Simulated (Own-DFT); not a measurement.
# One host, several defects: 4H SiC

Everything here is calculated. The program is Own-DFT (plane waves, in-house, since retired, never reviewed by a person); positions were held fixed, and spin and spin-orbit coupling were off.

Settings: PBE; PseudoDojo norm-conserving scalar-relativistic files; cutoff 42 hartree; 4 x 4 x 3 k mesh centred on Gamma; Fermi-Dirac smearing of 0.1 eV.

Keep in mind (not all hold for every row): a neutral cation vacancy leaves holes that likely carry spin, which these runs leave out; not probed for a lower state with spin; forces on such cells failed a check on a denser k mesh; forces on such cells passed a denser k mesh, each cell not checked; stress not checked against mesh or cutoff.

All runs share one cell, with vectors in Å (9.248, 0.000, 0.000); (-4.624, 8.009, 0.000); (0.000, 0.000, 10.068) and a volume of 745.7 Å³. u is the rms random offset of the atoms per axis. The defect's site can differ from row to row.

```
                                     cell     formula   u (Å)  P (GPa)
                                no defect     C36Si36  0.0286     3.73
                                no defect     C36Si36  0.0299     3.79
                                no defect     C36Si36  0.0605     5.97
one C on a Si site and one Si on a C site     C36Si36  0.0294     7.60
one C on a Si site and one Si on a C site     C36Si36  0.0308     7.90
one C on a Si site and one Si on a C site     C36Si36  0.0526     8.46
                           one Si vacancy     C36Si35  0.0281     2.83
                           one Si vacancy     C36Si35  0.0282        ?
                           one Si vacancy     C36Si35  0.0306     3.00
                           one Si vacancy     C36Si35  0.0318     3.03
                 two Al on a Si site each  Al2C36Si34  0.0282     5.81
                 two Al on a Si site each  Al2C36Si34  0.0456     7.17
                 two Al on a Si site each  Al2C36Si34  0.0483     6.92
                            one C vacancy     C35Si36  0.0295     3.51
                            one C vacancy     C35Si36  0.0502     5.02
                            one C vacancy     C35Si36  0.0515     4.92
```

## Working it out

P = P0 + c u² + a shift for each defect gives P0 = 3.22 GPa, c = 716 ± 71 GPa/Å² and a scatter of 0.24 GPa. The shifts, and each times the cell's volume:

- one C on a Si site and one Si on a C site: 3.68 ± 0.19 GPa, 17.1 eV
- two Al on a Si site each: 2.18 ± 0.19 GPa, 10.1 eV (5.1 eV for each of its 2 sites)
- one C vacancy: -0.18 ± 0.19 GPa, -0.8 eV (not resolved)
- one Si vacancy: -0.91 ± 0.20 GPa, -4.3 eV

Against the defect-free cell, a freed cell would be larger where the shift is positive and smaller where it is negative (160.2 GPa Å³ is 1 eV). The atoms around the defects weren't relaxed, which would change these numbers.

## The run left out

Asked: what pressure belongs in the blank (one Si vacancy, u = 0.0282 Å)?

The fitted form gives 2.87 ± 0.27 GPa. DFT gave 3.00 GPa.
